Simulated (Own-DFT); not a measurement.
# Point defects and the pressure they add: C11b WSi2

No measurement is shown. These are fixed-geometry runs of a retired plane-wave code named Own-DFT, which no person has reviewed; spin and spin-orbit coupling are neglected.

All runs used: PBEsol; PseudoDojo norm-conserving scalar-relativistic files, made for PBE; cutoff 50 hartree; 5 x 5 x 5 k mesh centred on Gamma; cold (Marzari-Vanderbilt) smearing of 0.2 eV.

Caveats: forces on such cells failed a check on a denser k mesh; stress not checked against mesh or cutoff.

All runs share one cell, with vectors in Å (-2.148, -5.953, 3.409); (-6.444, 2.976, 1.136); (-2.553, -2.948, -6.757) and a volume of 403.2 Å³. Atoms were moved at random from their sites; u is the rms move along one axis. The defect's site can differ from row to row.

| cell | formula | u (Å) | P (GPa) |
|---|---|---|---|
| no defect | Si20W10 | 0.0202 | 0.27 |
| no defect | Si20W10 | 0.0459 | 1.64 |
| no defect | Si20W10 | 0.0469 | 1.64 |
| one Si vacancy | Si19W10 | 0.0303 | -1.08 |
| one Si vacancy | Si19W10 | 0.0507 | 0.03 |
| one Si vacancy | Si19W10 | 0.0511 | 0.60 |
| one W on a Si site | Si19W11 | 0.0284 | 5.58 |
| one W on a Si site | Si19W11 | 0.0487 | 7.22 |
| one W on a Si site | Si19W11 | 0.0554 | 6.92 |
| one Si on a W site | Si21W9 | 0.0273 | ? |
| one Si on a W site | Si21W9 | 0.0304 | 2.38 |
| one Si on a W site | Si21W9 | 0.0528 | 4.09 |
| one Si on a W site | Si21W9 | 0.0540 | 4.09 |

## Working it out

P = P0 + c u² + a shift for each defect gives P0 = -0.05 GPa, c = 788 ± 92 GPa/Å² and a scatter of 0.28 GPa. The shifts, and each times the cell's volume:

- one W on a Si site: 4.98 ± 0.23 GPa, 12.5 eV
- one Si on a W site: 1.83 ± 0.23 GPa, 4.6 eV
- one Si vacancy: -1.70 ± 0.23 GPa, -4.3 eV

Positive is outwards. The product with the volume (160.2 GPa Å³ to the eV) is nearly free of the cell's size; divided by the bulk modulus at the cell's pressure it gives the volume that the defect adds. The atoms around the defects weren't relaxed, which would change these numbers.

## Test on the hidden row

Question: what pressure belongs in the blank (one Si on a W site, u = 0.0273 Å)?

From the fit: 2.37 ± 0.35 GPa. The hidden result is 2.37 GPa.
